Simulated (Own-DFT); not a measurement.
# One host, several defects: C11b WSi2

Everything here is calculated. The program is Own-DFT (plane waves, in-house, since retired, never reviewed by a person); positions were held fixed, and spin and spin-orbit coupling were off.

Settings: PBE; PseudoDojo norm-conserving scalar-relativistic files; cutoff 50 hartree; 5 x 5 x 5 k mesh centred on Gamma; cold (Marzari-Vanderbilt) smearing of 0.2 eV.

Caveats: forces on such cells failed a check on a denser k mesh; stress not checked against mesh or cutoff.

All runs share one cell, with vectors in Å (-2.148, -5.953, 3.409); (-6.444, 2.976, 1.136); (-2.553, -2.948, -6.757) and a volume of 403.2 Å³. The atoms are randomly displaced, by u rms on each axis. The defect's site can differ from row to row.

| cell | formula | u (Å) | P (GPa) |
|---|---|---|---|
| no defect | Si20W10 | 0.0188 | 4.52 |
| no defect | Si20W10 | 0.0190 | 4.38 |
| no defect | Si20W10 | 0.0503 | 6.30 |
| one Si on a W site | Si21W9 | 0.0302 | 6.23 |
| one Si on a W site | Si21W9 | 0.0308 | 6.23 |
| one Si on a W site | Si21W9 | 0.0534 | 8.03 |
| one W vacancy | Si20W9 | 0.0309 | 3.58 |
| one W vacancy | Si20W9 | 0.0320 | 3.61 |
| one W vacancy | Si20W9 | 0.0490 | ? |
| one W vacancy | Si20W9 | 0.0576 | 5.10 |
| one Si vacancy | Si19W10 | 0.0326 | 3.28 |
| one Si vacancy | Si19W10 | 0.0447 | 3.73 |
| one Si vacancy | Si19W10 | 0.0502 | 4.27 |
| one W on a Si site | Si19W11 | 0.0307 | 9.72 |
| one W on a Si site | Si19W11 | 0.0332 | 10.10 |
| one W on a Si site | Si19W11 | 0.0480 | 11.24 |

## Working it out

P = P0 + c u² + a shift for each defect gives P0 = 4.19 GPa, c = 804 ± 53 GPa/Å² and a scatter of 0.18 GPa. The shifts, and each times the cell's volume:

- one W on a Si site: 5.00 ± 0.15 GPa, 12.6 eV
- one Si on a W site: 1.37 ± 0.15 GPa, 3.5 eV
- one W vacancy: -1.51 ± 0.15 GPa, -3.8 eV
- one Si vacancy: -1.93 ± 0.15 GPa, -4.9 eV

Positive is outwards. The product with the volume (160.2 GPa Å³ to the eV) is nearly free of the cell's size; divided by the bulk modulus at the cell's pressure it gives the volume that the defect adds. The atoms around the defects weren't relaxed, which would change these numbers.

## Check

Q: what pressure belongs in the blank (one W vacancy, u = 0.0490 Å)?

The fit gives 4.61 ± 0.21 GPa. The hidden result is 4.60 GPa.
